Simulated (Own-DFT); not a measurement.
# Strain and stress in diamond-structure GeSn with randomly placed atoms, 64 atoms (Ge56Sn8)

All numbers below are calculated, not measured. They come from Own-DFT, an in-house plane-wave density functional program, since retired, whose code no person has reviewed. Each row is one single-point run on a periodic cell that was not relaxed, without spin or spin-orbit coupling.

Settings of every run: PBE; PseudoDojo norm-conserving scalar-relativistic files; cutoff 49 hartree; 3 x 3 x 3 k mesh centred on Gamma; Fermi-Dirac smearing of 0.1 eV.

Known limits: forces on such cells moved up to 12 meV/angstrom on a denser k mesh; stress not checked against mesh or cutoff.

Unstrained cell vectors in Å: (11.524, 0.000, 0.000); (0.000, 11.524, 0.000); (0.000, 0.000, 11.524). The unstrained cell has measured lattice constants (interpolated for alloys), not those of this functional. That, the random moves and any unrelaxed bonds set the pressure at no strain. Each run strains this cell uniformly, with the atoms carried along. Every atom was also moved at random, by a Gaussian of width 0.05 Å on each axis. The random placing of the alloy's atoms differs from row to row. Strain is the symmetric tensor, in per cent. Stress is positive in tension, and the pressure is minus a third of its trace.

| run | e_xx (%) | e_yy (%) | e_zz (%) | s_xx (GPa) | s_yy (GPa) | s_zz (GPa) | P (GPa) | E (meV/atom) |
|---|---|---|---|---|---|---|---|---|
| 1 | -2.25 | -2.25 | 0.00 | -9.36 | -9.45 | -7.93 | 8.92 | 64.4 |
| 2 | -3.00 | -3.00 | 0.00 | -10.75 | -10.95 | -9.13 | 10.28 | 83.7 |
| 3 | 1.25 | 1.25 | 0.00 | -3.10 | -3.14 | -3.78 | 3.34 | 4.3 |
| 4 | 2.25 | 2.25 | 0.00 | -1.79 | -1.72 | -2.99 | 2.16 | 4.2 |
| 5 | 1.50 | 1.50 | 0.00 | -2.70 | -2.72 | -3.53 | 2.99 | 0.0 |
| 6 | -1.50 | -1.50 | 0.00 | -8.28 | -8.30 | -7.38 | 7.99 | 78.0 |
| 7 | -0.75 | -0.75 | 0.00 | -6.71 | -6.65 | -6.29 | 6.55 | 50.2 |
| 8 | -2.50 | -2.50 | 0.00 | -10.15 | -9.81 | -8.48 | 9.48 | 78.8 |
| 9 | 0.25 | 0.25 | 0.00 | ? | ? | ? | ? | ? |

E is the free energy for each atom above the lowest run shown.

## Worked fit

The change of volume is close to e_xx + e_yy + e_zz. A straight line through the runs shown gives P = 5.50 - 79 x (fractional change of volume) GPa, with an error of 2 on the slope and a scatter of 0.17 GPa. The strain isn't the same on all axes, but the crystal is cubic, so the slope still estimates the bulk modulus, averaged over pressures from 2.2 to 10.3 GPa.

## Withheld run

Question: what pressure should run 9 give? Its volume changes by 0.50 %.

The line gives 5.1 GPa. The calculation gave 4.80 GPa.
